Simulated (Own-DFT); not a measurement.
# Response to strain: 4H SiC, 72 atoms (C36Si36)

Calculated results; nothing here was measured. They come from Own-DFT, an in-house plane-wave density functional program, since retired, whose code no person has reviewed. Each row is one single-point run on a periodic cell that was not relaxed, without spin or spin-orbit coupling.

Settings of every run: PBE; PseudoDojo norm-conserving scalar-relativistic files; cutoff 42 hartree; 4 x 4 x 3 k mesh centred on Gamma; Fermi-Dirac smearing of 0.1 eV.

Known limits: forces on such cells passed a denser k mesh, each cell not checked; stress not checked against mesh or cutoff.

Unstrained cell vectors in Å: (9.248, 0.000, 0.000); (-4.624, 8.009, 0.000); (0.000, 0.000, 10.068). The unstrained cell has measured lattice constants (interpolated for alloys), not those of this functional. That, the random moves and any unrelaxed bonds set the pressure at no strain. Each run strains this cell uniformly, with the atoms carried along. Every atom was also moved at random, by a Gaussian of width 0.05 Å on each axis. Strain is the symmetric tensor, in per cent. Stress is positive in tension, and the pressure is minus a third of its trace.

| run | e_xx (%) | e_yy (%) | e_zz (%) | e_yz (%) | e_xz (%) | e_xy (%) | s_xx (GPa) | s_yy (GPa) | s_zz (GPa) | s_yz (GPa) | s_xz (GPa) | s_xy (GPa) | P (GPa) | E (meV/atom) |
|---|---|---|---|---|---|---|---|---|---|---|---|---|---|---|
| 1 | -1.05 | -0.83 | -1.47 | 1.57 | 1.89 | 1.47 | -13.74 | -13.95 | -15.28 | 6.79 | 7.28 | 7.84 | 14.32 | 59.4 |
| 2 | 0.18 | 0.21 | 0.94 | 1.61 | 1.15 | 1.94 | -1.88 | -3.07 | -1.12 | 5.22 | 3.47 | 7.90 | 2.02 | 2.5 |
| 3 | 1.07 | 0.03 | -0.41 | -0.79 | 1.92 | -1.83 | 2.53 | -6.99 | -7.40 | -3.95 | 6.11 | -6.37 | 3.96 | 17.7 |
| 4 | 0.35 | -1.03 | 1.85 | 0.27 | 0.77 | 1.06 | -2.89 | -8.92 | 4.19 | -0.29 | 2.37 | 6.04 | 2.54 | 0.0 |
| 5 | 1.53 | 1.50 | 0.37 | 2.00 | -1.24 | 1.56 | 4.69 | 4.34 | -4.20 | 6.37 | -3.93 | 6.19 | -1.61 | 18.6 |
| 6 | -1.91 | 0.25 | 1.10 | 0.06 | -0.17 | -0.04 | -12.08 | -4.07 | -3.35 | 1.07 | -1.02 | -0.47 | 6.50 | 13.4 |
| 7 | -0.91 | 1.82 | 1.85 | 1.67 | -1.48 | -1.23 | -5.54 | 3.87 | 3.23 | 5.58 | -4.38 | -4.36 | -0.52 | 16.0 |
| 8 | -1.09 | 1.67 | 1.00 | -1.53 | 1.08 | -0.90 | -7.93 | 2.88 | 0.22 | -5.00 | 2.82 | -4.39 | 1.61 | 5.5 |
| 9 | -0.60 | -0.98 | 1.65 | -0.63 | 1.41 | -0.83 | -6.51 | -10.95 | 2.16 | -0.56 | 5.30 | -5.53 | 5.10 | 12.4 |
| 10 | 1.73 | 0.37 | 0.88 | -0.27 | -0.72 | 0.17 | 3.42 | 0.43 | 0.31 | -1.41 | -3.22 | -0.85 | -1.39 | 0.5 |
| 11 | -0.30 | -1.28 | -1.87 | -0.34 | -0.14 | 0.61 | -10.62 | -12.38 | -18.52 | -1.71 | -0.80 | 2.90 | 13.84 | 29.3 |
| 12 | 0.19 | 1.16 | -0.06 | -0.02 | -0.73 | -0.78 | -4.11 | 2.15 | -5.46 | 0.92 | -2.18 | -4.05 | 2.48 | 4.3 |
| 13 | 0.81 | 0.14 | -0.98 | 1.40 | -1.40 | -1.76 | -2.00 | -3.91 | -12.99 | 5.10 | -4.48 | -8.93 | 6.30 | 47.3 |
| 14 | 0.79 | -1.18 | -0.20 | -0.84 | -0.47 | 0.15 | -1.52 | -8.97 | -10.17 | -2.72 | -1.65 | 0.95 | 6.89 | 28.4 |
| 15 | 1.41 | -0.97 | 0.21 | 1.64 | -1.82 | -0.26 | 0.94 | -10.45 | -3.69 | 5.76 | -5.61 | -2.64 | 4.40 | 39.2 |
| 16 | -1.62 | -0.56 | -0.16 | 1.13 | 0.18 | -0.95 | -16.05 | -7.84 | -8.51 | 3.24 | 0.53 | -5.88 | 10.80 | 17.4 |
| 17 | -0.10 | -0.68 | -0.94 | -0.66 | 0.95 | -0.49 | ? | ? | ? | ? | ? | ? | ? | ? |

E is the free energy for each atom above the lowest run shown.

## Worked fit

Each stress component was fitted by least squares to a constant and the strains of the runs shown, as fractions, with shears doubled. Shear strains stay in the fit of a normal stress only where such slopes are resolved. The slopes, in GPa:

| stress | at no strain | per e_xx | per e_yy | per e_zz | scatter |
|---|---|---|---|---|---|
| s_xx | -5.2 | 516 ± 29 | 100 ± 33 | 129 ± 31 | 1.28 |
| s_yy | -5.2 | 87 ± 36 | 525 ± 41 | 66 ± 39 | 1.59 |
| s_zz | -6.8 | 70 ± 29 | 39 ± 33 | 575 ± 31 | 1.27 |

Each shear stress against twice its own strain: yz 170 ± 14, xz 170 ± 7, xy 225 ± 18 GPa. These are stiffnesses along x, y and z of the frame in which the cell vectors are given, which need not be the crystal's axes. The atoms are held to the strained lattice; where symmetry lets them move under strain, relaxing them would lower some slopes. The table should be nearly symmetric about its diagonal, and what it lacks of that shows the noise. A ninth of its sum, 234 ± 6 GPa, estimates the bulk modulus near the mean pressure of these runs, 4.8 GPa, so it lies above the value at zero pressure.

## Withheld run

Question: what normal stresses and pressure should run 17 give?

The fit gives s_xx = -7.6, s_yy = -9.5, s_zz = -12.5 and P = 9.9 GPa. The calculation gave -7.14, -10.51, -11.23 and P = 9.63 GPa.
